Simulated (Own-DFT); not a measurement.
# Which defects push the lattice out? zincblende GaAs

The numbers are computed, not measured, by runs of the plane-wave DFT program Own-DFT (in-house, retired, unreviewed) at fixed positions, with no spin and no spin-orbit coupling.

Common settings: PBE; PseudoDojo norm-conserving scalar-relativistic files; cutoff 42 hartree; 3 x 3 x 3 k mesh centred on Gamma; Fermi-Dirac smearing of 0.1 eV.

Keep in mind (not all hold for every row): not probed for a lower state with spin; forces on such cells failed a check on a denser k mesh; forces not confirmed at this smearing and k mesh; forces on such cells passed a denser k mesh, each cell not checked; stress not checked against mesh or cutoff.

All runs share one cell, with vectors in Å (11.307, 0.000, 0.000); (0.000, 11.307, 0.000); (0.000, 0.000, 11.307) and a volume of 1445.4 Å³. Atoms were moved at random from their sites; u is the rms move along one axis. The defect's site can differ from row to row.

```
cell,formula,u (Å),P (GPa)
no defect,As32Ga32,0.0198,3.53
no defect,As32Ga32,0.0201,3.50
no defect,As32Ga32,0.0480,3.92
one As on a Ga site and one Ga on an As site,As32Ga32,0.0279,3.94
one As on a Ga site and one Ga on an As site,As32Ga32,0.0286,3.92
one As on a Ga site and one Ga on an As site,As32Ga32,0.0493,4.27
two As vacancies,As30Ga32,0.0303,3.26
two As vacancies,As30Ga32,0.0504,3.59
two As vacancies,As30Ga32,0.0506,3.46
one In on a Ga site,As32Ga31In,0.0305,4.28
one In on a Ga site,As32Ga31In,0.0316,4.34
one In on a Ga site,As32Ga31In,0.0469,4.50
one Al on a Ga site,AlAs32Ga31,0.0462,3.80
one Al on a Ga site,AlAs32Ga31,0.0504,?
one Al on a Ga site,AlAs32Ga31,0.0505,4.01
one Al on a Ga site,AlAs32Ga31,0.0534,4.01
```

## Working it out

P = P0 + c u² + a shift for each defect gives P0 = 3.45 GPa, c = 195 ± 19 GPa/Å² and a scatter of 0.05 GPa. The shifts, and each times the cell's volume:

- one In on a Ga site: 0.66 ± 0.04 GPa, 5.9 eV
- one As on a Ga site and one Ga on an As site: 0.33 ± 0.04 GPa, 3.0 eV
- one Al on a Ga site: 0.00 ± 0.05 GPa, 0.0 eV (not resolved)
- two As vacancies: -0.40 ± 0.05 GPa, -3.6 eV (-1.8 eV for each of its 2 sites)

Against the defect-free cell, a freed cell would be larger where the shift is positive and smaller where it is negative (160.2 GPa Å³ is 1 eV). The atoms around the defects weren't relaxed, which would change these numbers.

## Test on the hidden row

Question: what pressure belongs in the blank (one Al on a Ga site, u = 0.0504 Å)?

The fit gives 3.95 ± 0.06 GPa. The calculation gave 3.94 GPa.
